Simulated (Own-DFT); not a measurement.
# Energy and forces against displacement in 2H SiC, 32 atoms (C16Si16)

Calculated results; nothing here was measured. They come from Own-DFT, an in-house plane-wave density functional program, since retired, whose code no person has reviewed. Each row is one single-point run on a periodic cell that was not relaxed, without spin or spin-orbit coupling.

Settings of every run: PBE; PseudoDojo norm-conserving scalar-relativistic files; cutoff 42 hartree; 5 x 5 x 3 k mesh centred on Gamma; Fermi-Dirac smearing of 0.1 eV.

Known limits, some of them of some rows only: some atoms lie very close together; forces on such cells passed a denser k mesh, each cell not checked; stress not checked against mesh or cutoff.

Cell vectors in Å: (6.165, 0.000, 0.000); (-3.083, 5.339, 0.000); (0.000, 0.000, 10.068). In each run every atom was moved at random and independently from its ideal site; u is the rms move along one axis. E is the free energy for each atom above the fitted value at u = 0, and F the rms of the force components.

| run | u (Å) | E (meV/atom) | F (eV/Å) | largest force (eV/Å) | P (GPa) |
|---|---|---|---|---|---|
| 1 | 0.0288 | 32.4 | 0.823 | 2.90 | 3.62 |
| 2 | 0.0295 | 32.3 | 0.791 | 2.29 | 3.75 |
| 3 | 0.0348 | 41.3 | 0.874 | 2.62 | 3.85 |
| 4 | 0.0519 | 111.4 | 1.640 | 4.93 | 5.55 |
| 5 | 0.0648 | 154.4 | 1.885 | 6.56 | 6.37 |
| 6 | 0.0672 | 155.8 | 1.823 | 5.48 | 6.94 |
| 7 | 0.0947 | 397.7 | 3.703 | 16.16 | 12.05 |
| 8 | 0.0964 | ? | ? | ? | ? |
| 9 | 0.1064 | 357.3 | 2.772 | 8.96 | 10.20 |

## Worked fit

For small independent moves the energy grows as E = (3/2) K u², with K the mean stiffness felt by one atom. The runs with u up to 0.11 Å give K = 24.9 ± 1.7 eV/Å², with residuals divided by u² + 0.0006 Å², since the noise grows with the moves. The scatter is 12.4 meV/atom at u = 0.05 Å. The forces follow F = G u with G = 29.5 eV/Å²; no force at u = 0 is resolved. G exceeds K because the moves of its neighbours add to the force on an atom, and stiffness differs between atoms. The pressure follows P = 3.26 + 757 u² GPa: at fixed volume, shortened bonds push harder than stretched ones pull.

## Withheld run

Question: what energy and rms force should run 8 give?

The fit gives 347 ± 46 meV/atom and about 2.84 eV/Å. The calculation gave 296.3 meV/atom and 2.379 eV/Å. This run lies off the fit, by chance or by something that the fit leaves out.
